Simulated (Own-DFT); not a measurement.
# Which defects push the lattice out? C40 NbSi2

Source: density functional calculations with Own-DFT, an unreviewed in-house program that is no longer used. Nothing was measured or relaxed, and spin and spin-orbit coupling are left out.

Common settings: PBEsol; PseudoDojo norm-conserving scalar-relativistic files, made for PBE; cutoff 42 hartree; 4 x 4 x 5 k mesh centred on Gamma; cold (Marzari-Vanderbilt) smearing of 0.2 eV.

Keep in mind: forces on such cells failed a check on a denser k mesh; stress not checked against mesh or cutoff.

All runs share one cell, with vectors in Å (0.000, 8.324, 0.000); (-9.613, 0.000, 0.000); (0.000, 0.000, 6.586) and a volume of 527.0 Å³. u is the rms random offset of the atoms per axis. The defect's site can differ from row to row.

```
                    cell   formula   u (Å)  P (GPa)
               no defect  Nb12Si24  0.0200    -2.18
               no defect  Nb12Si24  0.0234    -2.08
               no defect  Nb12Si24  0.0555    -0.47
two Si on a Nb site each  Nb10Si26  0.0322    -1.73
two Si on a Nb site each  Nb10Si26  0.0510    -0.80
two Si on a Nb site each  Nb10Si26  0.0530    -1.22
          one Si vacancy  Nb12Si23  0.0306        ?
          one Si vacancy  Nb12Si23  0.0312    -2.75
          one Si vacancy  Nb12Si23  0.0485    -1.81
          one Si vacancy  Nb12Si23  0.0508    -1.69
two Nb on a Si site each  Nb14Si22  0.0296     3.41
two Nb on a Si site each  Nb14Si22  0.0343     3.72
two Nb on a Si site each  Nb14Si22  0.0510     4.48
```

## Fit

P = P0 + c u² + a shift for each defect gives P0 = -2.37 GPa, c = 590 ± 57 GPa/Å² and a scatter of 0.18 GPa. The shifts, and each times the cell's volume:

- two Nb on a Si site each: 5.32 ± 0.14 GPa, 17.5 eV (8.8 eV for each of its 2 sites)
- two Si on a Nb site each: -0.15 ± 0.15 GPa, -0.5 eV (-0.2 eV for each of its 2 sites) (not resolved)
- one Si vacancy: -0.88 ± 0.15 GPa, -2.9 eV

A positive shift means that the defect pushes the cell outwards. Shift times volume (160.2 GPa Å³ is 1 eV) depends little on the cell's size, so, taken for each site, it can be compared between cells at like pressure. The atoms around the defects weren't relaxed, which would change these numbers.

## Check

Q: what pressure belongs in the blank (one Si vacancy, u = 0.0306 Å)?

The fitted form gives -2.69 ± 0.21 GPa. The hidden result is -2.47 GPa.
